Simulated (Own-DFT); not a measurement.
SiC (2H silicon carbide, atoms displaced) (calculated)

All values are calculated (Own-DFT development build). A calculation, not a measurement: plane-wave PBE density functional theory by an unreviewed code, no spin, of a simulated periodic cell, stress positive in tension, free energy of the whole cell less one offset for each atom, forces on such cells passed a denser k mesh, this cell's mesh not checked; offsets are fitted by least squares, one for each functional and potential file, so energies compare only between cells with the same atoms and settings and are not formation energies; the far tail of each file's local potential was reset to the Coulomb form; each entry is a single point on an unrelaxed cell, so the pressure reflects the starting lattice, mostly measured values (interpolated for alloys), from which strain is counted, and rises with the displacements; printed positions are rounded, which can move forces by about a meV/angstrom; the program, named Own-DFT, is a retired in-house code; no spin-orbit coupling.

Settings shared by all entries: functional PBE; potential files PseudoDojo norm-conserving, scalar-relativistic, standard set; wave cutoff 42 hartree; occupations Fermi-Dirac; smearing width 0.1 eV; hardware one NVIDIA H100; k mesh 5 x 5 x 3 centred on Gamma.

(1) SiC (2H silicon carbide, atoms displaced)

```
CELL_PARAMETERS angstrom
6.16540 0.00000 0.00000
-3.08270 5.33940 0.00000
0.00000 0.00000 10.06810
ATOMIC_POSITIONS crystal
Si 0.00025 0.00199 0.00352
Si 0.18054 0.33163 0.26206
C 0.00569 0.01201 0.18348
C 0.17335 0.33717 0.43615
Si 0.00029 0.00178 0.49697
Si 0.17417 0.31539 0.73529
C 0.98712 0.99060 0.67917
C 0.15342 0.33301 0.93870
Si 0.00293 0.48953 0.99588
Si 0.17333 0.83202 0.25335
C 0.00527 0.50560 0.18175
C 0.14667 0.82459 0.43079
Si 0.00381 0.51491 0.50311
Si 0.17173 0.84234 0.75676
C 0.99428 0.50745 0.68565
C 0.15877 0.82206 0.92932
Si 0.49255 0.99092 0.00628
Si 0.66711 0.33577 0.25241
C 0.47900 0.98777 0.17391
C 0.66430 0.33839 0.44301
Si 0.47880 0.00341 0.51226
Si 0.66884 0.33350 0.75887
C 0.50900 0.99899 0.68794
C 0.66071 0.30500 0.93950
Si 0.51187 0.50427 0.01197
Si 0.67005 0.83522 0.25284
C 0.49068 0.50830 0.19029
C 0.66454 0.84444 0.43370
Si 0.49947 0.46938 0.49813
Si 0.65120 0.83223 0.74206
C 0.49170 0.49464 0.67434
C 0.67240 0.83449 0.93484
```

* free energy of cell above offsets: -0.690 eV
* pressure: 6.94 GPa
* stress xx: -2.9 GPa
* stress yy: -2.79 GPa
* stress zz: -15.14 GPa
* stress yz: 0.48 GPa
* stress xz: 2.19 GPa
* stress xy: 0.69 GPa
* wall time: 127.6 s

Force:
```
element  x (eV/Å)  y (eV/Å)  z (eV/Å)
     Si     0.266     0.087    -1.848
     Si     -2.61     0.166    -3.674
      C     0.365    -1.211     2.179
      C    -0.606    -0.281     2.191
     Si    -1.805    -0.425    -0.794
     Si    -3.143     1.601     2.486
      C     1.009     -0.13     0.943
      C      4.23    -1.071    -1.683
     Si    -2.013      1.06     0.525
     Si    -1.689    -0.402    -2.694
      C    -0.216    -0.908     1.985
      C     1.339     1.676     1.894
     Si     0.265    -2.048    -0.128
     Si    -0.463     -1.26    -2.835
      C     1.361    -0.298     0.765
      C    -0.114     0.825      3.34
     Si     0.267    -1.278    -4.524
     Si     0.292     -0.26    -1.296
      C     1.753     1.528     5.879
      C     3.358    -2.451     -2.03
     Si      2.33    -0.833    -3.458
     Si    -0.107     0.321    -1.744
      C    -3.226     1.359     0.911
      C    -1.103     2.729     0.724
     Si    -1.132    -0.834    -3.281
     Si    -0.666     1.059    -1.064
      C     2.469    -0.336     1.127
      C    -0.338    -0.757     1.646
     Si    -3.975     4.953    -0.326
     Si     3.021    -1.693     1.563
      C     1.414     0.034     2.876
      C    -0.534    -0.918     0.345
```

(2) SiC (2H silicon carbide, atoms displaced)

```
CELL_PARAMETERS angstrom
6.16540 0.00000 0.00000
-3.08270 5.33940 0.00000
0.00000 0.00000 10.06810
ATOMIC_POSITIONS crystal
Si 0.99942 0.00539 0.98583
Si 0.15770 0.34294 0.25376
C 0.99480 0.99466 0.18870
C 0.15639 0.32906 0.43800
Si 0.98201 0.99335 0.49816
Si 0.14367 0.31657 0.75876
C 0.99617 0.99022 0.68855
C 0.17504 0.32389 0.93505
Si 0.99968 0.49389 0.99028
Si 0.17574 0.82940 0.27033
C 0.01130 0.49818 0.19457
C 0.17973 0.83444 0.43922
Si 0.00469 0.49489 0.49661
Si 0.15996 0.82820 0.74675
C 0.99817 0.50534 0.68671
C 0.15833 0.83101 0.93313
Si 0.50546 0.99633 0.00417
Si 0.67169 0.34082 0.24430
C 0.49259 0.99258 0.19016
C 0.68929 0.35334 0.42629
Si 0.50462 0.99448 0.49974
Si 0.66319 0.33453 0.74021
C 0.52711 0.02755 0.68710
C 0.66794 0.33419 0.94001
Si 0.49781 0.51332 0.99342
Si 0.68124 0.83493 0.25777
C 0.49320 0.50021 0.18971
C 0.67171 0.84341 0.43539
Si 0.49453 0.47974 0.50696
Si 0.69014 0.84500 0.75157
C 0.49142 0.48146 0.69209
C 0.65643 0.82760 0.93232
```

- free energy of cell above offsets: -1.297 eV
- pressure: 6.63 GPa
- stress xx: -5.95 GPa
- stress yy: -4.86 GPa
- stress zz: -9.09 GPa
- stress yz: -0.39 GPa
- stress xz: -0.33 GPa
- stress xy: 0.11 GPa
- wall time: 121.5 s

Force:
```
element  x (eV/Å)  y (eV/Å)  z (eV/Å)
     Si     0.527    -2.417     3.912
     Si     3.385     -2.75    -0.671
      C     1.316     0.875    -0.175
      C     1.984    -0.467     0.863
     Si     2.486     0.884     0.395
     Si     1.469     1.717    -3.072
      C     0.791     1.237    -1.034
      C    -1.984     1.447     0.429
     Si    -0.257      0.87     2.211
     Si    -1.153     0.555    -6.522
      C    -2.928     1.653    -2.312
      C    -1.377     0.066     3.922
     Si    -0.739     1.058     0.944
     Si     2.039     1.114     0.413
      C     0.802    -0.966    -0.375
      C     1.286    -0.092     0.089
     Si    -2.091     0.551    -0.309
     Si    -0.289    -0.805    -0.721
      C     1.175     0.614     0.507
      C    -1.585    -1.822     2.254
     Si    -0.066     2.207     0.073
     Si     1.039     1.351     3.082
      C    -0.442    -4.695     -0.93
      C    -0.316    -0.349     -0.85
     Si     2.148    -2.061     2.311
     Si    -1.834    -0.465    -2.826
      C     0.264     0.505    -0.611
      C    -0.407    -2.523       1.8
     Si    -0.342     1.274    -1.636
     Si     -3.73    -2.336    -0.925
      C    -1.947     2.008    -0.439
      C     0.775     1.759     0.201
```

(3) SiC (2H silicon carbide, atoms displaced)

```
CELL_PARAMETERS angstrom
6.16540 0.00000 0.00000
-3.08270 5.33940 0.00000
0.00000 0.00000 10.06810
ATOMIC_POSITIONS crystal
Si 0.99857 0.99682 0.99747
Si 0.16514 0.36542 0.25682
C 0.98436 0.99367 0.18140
C 0.15837 0.32249 0.44331
Si 0.00356 0.00605 0.49606
Si 0.16332 0.32054 0.75451
C 0.00025 0.01159 0.69520
C 0.15471 0.30919 0.94547
Si 0.97748 0.49850 0.99598
Si 0.17589 0.82374 0.25602
C 0.01250 0.50820 0.18377
C 0.15782 0.82601 0.44025
Si 0.01401 0.49397 0.50582
Si 0.16504 0.82020 0.74854
C 0.01024 0.49779 0.69196
C 0.17357 0.82646 0.93943
Si 0.50130 0.99667 0.99447
Si 0.65747 0.33288 0.25285
C 0.50120 0.99202 0.19541
C 0.65521 0.33929 0.43555
Si 0.50104 0.02272 0.49238
Si 0.67046 0.32466 0.74299
C 0.49492 0.00824 0.69124
C 0.65898 0.33551 0.94827
Si 0.50003 0.51289 0.99478
Si 0.68151 0.83787 0.25615
C 0.48962 0.49704 0.18667
C 0.66097 0.82747 0.43539
Si 0.51132 0.52306 0.50420
Si 0.67188 0.81193 0.75638
C 0.49647 0.49539 0.69160
C 0.66868 0.84088 0.93807
```

- free energy of cell above offsets: -1.538 eV
- pressure: 6.14 GPa
- stress xx: -3.02 GPa
- stress yy: -9.76 GPa
- stress zz: -5.64 GPa
- stress yz: 0.75 GPa
- stress xz: 0.3 GPa
- stress xy: -0.41 GPa
- wall time: 130.8 s

Force:
```
element  x (eV/Å)  y (eV/Å)  z (eV/Å)
     Si     0.812    -1.395      1.59
     Si      2.95     -3.95    -1.441
      C     2.507     1.223     1.908
      C     0.951     2.418    -0.904
     Si    -0.512    -2.216     1.682
     Si     0.137     1.554     1.485
      C      0.92     -3.48    -2.118
      C    -0.649     3.902    -2.095
     Si     3.645    -0.122     1.372
     Si    -2.367     1.596    -1.741
      C    -3.291    -0.095     0.439
      C     0.794     0.257     0.481
     Si    -2.573     0.607    -0.344
     Si    -0.473     2.303     0.812
      C    -0.694    -0.799    -0.576
      C    -1.466    -0.096    -0.998
     Si    -0.725      0.58       2.4
     Si     0.412     0.224    -1.772
      C     0.191     0.922    -0.952
      C     1.438     1.501     1.102
     Si     0.579    -2.711     1.771
     Si    -0.713     1.206     2.039
      C     1.538    -2.239    -1.483
      C    -0.567    -0.544    -2.639
     Si    -0.859    -1.883     2.133
     Si    -1.423    -1.252    -2.221
      C     0.557     0.871      0.62
      C    -0.172       2.8     1.468
     Si     -0.37    -2.772     0.064
     Si    -1.922     2.812    -1.133
      C     0.776    -0.288    -0.439
      C     0.568    -0.937    -0.509
```

(4) SiC (2H silicon carbide, atoms displaced)

```
CELL_PARAMETERS angstrom
6.16540 0.00000 0.00000
-3.08270 5.33940 0.00000
0.00000 0.00000 10.06810
ATOMIC_POSITIONS crystal
Si 0.00253 0.00659 0.00781
Si 0.16094 0.32065 0.24947
C 0.00235 0.01339 0.17792
C 0.17139 0.33451 0.43595
Si 0.98773 0.99187 0.50238
Si 0.15886 0.32727 0.75497
C 0.00516 0.99676 0.68522
C 0.15821 0.33667 0.94712
Si 0.01288 0.48944 0.99973
Si 0.17229 0.83159 0.25297
C 0.98777 0.49245 0.19366
C 0.15571 0.82517 0.43829
Si 0.00788 0.51324 0.50033
Si 0.15851 0.82955 0.75042
C 0.00356 0.49813 0.68390
C 0.17160 0.81009 0.93873
Si 0.49383 0.99678 0.99425
Si 0.65090 0.31769 0.24852
C 0.49087 0.99082 0.18676
C 0.67811 0.34212 0.43605
Si 0.47526 0.99030 0.49227
Si 0.67223 0.33165 0.74528
C 0.51524 0.01056 0.68227
C 0.66284 0.32234 0.94850
Si 0.49489 0.50345 0.00099
Si 0.66902 0.84008 0.26024
C 0.51288 0.48629 0.19369
C 0.64399 0.83371 0.43959
Si 0.50836 0.49721 0.50086
Si 0.67564 0.84137 0.74055
C 0.49398 0.50543 0.69318
C 0.67395 0.83433 0.95355
```

* free energy of cell above offsets: -1.782 eV
* pressure: 6.01 GPa
* stress xx: -4.89 GPa
* stress yy: -6.04 GPa
* stress zz: -7.09 GPa
* stress yz: -0.31 GPa
* stress xz: -0.05 GPa
* stress xy: 1.3 GPa
* wall time: 117.1 s

Force:
```
element  x (eV/Å)  y (eV/Å)  z (eV/Å)
     Si     0.763    -1.636    -2.986
     Si     0.301     2.491     0.351
      C     0.658    -2.225     5.035
      C    -0.222    -0.793     1.042
     Si    -0.279     1.581    -1.329
     Si     0.578     0.846    -0.436
      C    -0.449     0.465     0.863
      C     4.047    -2.394     -2.87
     Si    -5.453     1.317     2.831
     Si    -1.766    -0.934    -1.577
      C     1.493     0.347    -0.806
      C    -1.318     1.477    -0.438
     Si     0.721    -3.255    -0.577
     Si     2.287    -0.134     0.402
      C    -0.326     0.431     0.889
      C     -2.26     2.055    -0.814
     Si      1.27    -0.608     1.539
     Si     2.486     0.365     0.655
      C     0.632    -0.252     0.488
      C    -0.698    -1.269     0.446
     Si     1.728       2.7     1.836
     Si    -1.073     0.674     1.596
      C    -1.714    -1.337     0.037
      C    -0.141      1.61    -2.568
     Si     2.012    -0.622     1.267
     Si     0.298    -1.405    -3.122
      C    -4.163     2.319     -1.15
      C     2.418    -0.354     0.798
     Si    -1.656    -0.238    -0.128
     Si    -0.812    -0.781     2.435
      C     1.202     -0.79    -0.654
      C    -0.565     0.348    -3.057
```

(5) SiC (2H silicon carbide, atoms displaced)

```
CELL_PARAMETERS angstrom
6.16540 0.00000 0.00000
-3.08270 5.33940 0.00000
0.00000 0.00000 10.06810
ATOMIC_POSITIONS crystal
Si 0.01999 0.00832 0.99875
Si 0.15029 0.33335 0.24792
C 0.00427 0.98191 0.18620
C 0.16865 0.33094 0.43077
Si 0.02194 0.01002 0.50253
Si 0.16645 0.33826 0.75140
C 0.00190 0.00107 0.69438
C 0.17730 0.34539 0.93731
Si 0.98748 0.48871 0.00046
Si 0.15752 0.83655 0.25314
C 0.99471 0.50813 0.19019
C 0.18015 0.82837 0.44121
Si 0.99447 0.49801 0.48861
Si 0.15695 0.81970 0.75795
C 0.01922 0.52489 0.69180
C 0.18959 0.82826 0.94235
Si 0.50599 0.01847 0.99994
Si 0.65901 0.32455 0.23198
C 0.51148 0.01079 0.18235
C 0.68294 0.32695 0.43454
Si 0.50329 0.00268 0.50913
Si 0.66914 0.33300 0.75983
C 0.48728 0.99163 0.69078
C 0.68803 0.34852 0.94831
Si 0.48191 0.49101 0.98904
Si 0.66235 0.83860 0.25339
C 0.50370 0.50822 0.19134
C 0.66488 0.83221 0.43993
Si 0.49358 0.49719 0.49378
Si 0.66729 0.84157 0.74754
C 0.50460 0.49994 0.69245
C 0.67225 0.82564 0.93225
```

* free energy of cell above offsets: -1.520 eV
* pressure: 5.87 GPa
* stress xx: -5.63 GPa
* stress yy: -6.49 GPa
* stress zz: -5.47 GPa
* stress yz: -0.96 GPa
* stress xz: -2.89 GPa
* stress xy: -2.4 GPa
* wall time: 120.8 s

Force:
```
element  x (eV/Å)  y (eV/Å)  z (eV/Å)
     Si    -0.993    -2.022    -0.279
     Si     2.276    -0.359    -0.723
      C    -3.459     3.031    -0.303
      C    -0.503     0.019     1.227
     Si    -1.449    -1.553     0.052
     Si     0.576     0.207    -0.867
      C     0.079     0.585    -0.848
      C    -2.629    -2.723    -0.351
     Si     4.096     3.524     1.934
     Si     3.254    -0.493     0.413
      C      0.79    -0.766     -0.99
      C    -1.407     1.123    -0.806
     Si     1.833     0.414     2.512
     Si     0.288     3.615     0.184
      C    -0.926    -5.001    -1.623
      C    -2.678     0.266    -0.404
     Si     2.715    -2.408     -0.18
     Si    -0.462     2.314     3.537
      C    -0.985    -2.324     0.456
      C    -3.443    -0.514    -0.672
     Si     0.885     0.079     -1.54
     Si     0.267     0.386    -1.951
      C     0.494       1.5     0.956
      C    -4.211    -2.256    -2.597
     Si     3.396     3.583     3.195
     Si     1.059     -0.45    -0.725
      C    -1.534    -1.024    -1.463
      C     0.862     0.672     0.464
     Si     2.039     0.055      0.88
     Si     0.436    -1.102     0.282
      C    -0.386    -0.156    -0.832
      C    -0.282     1.775     1.063
```
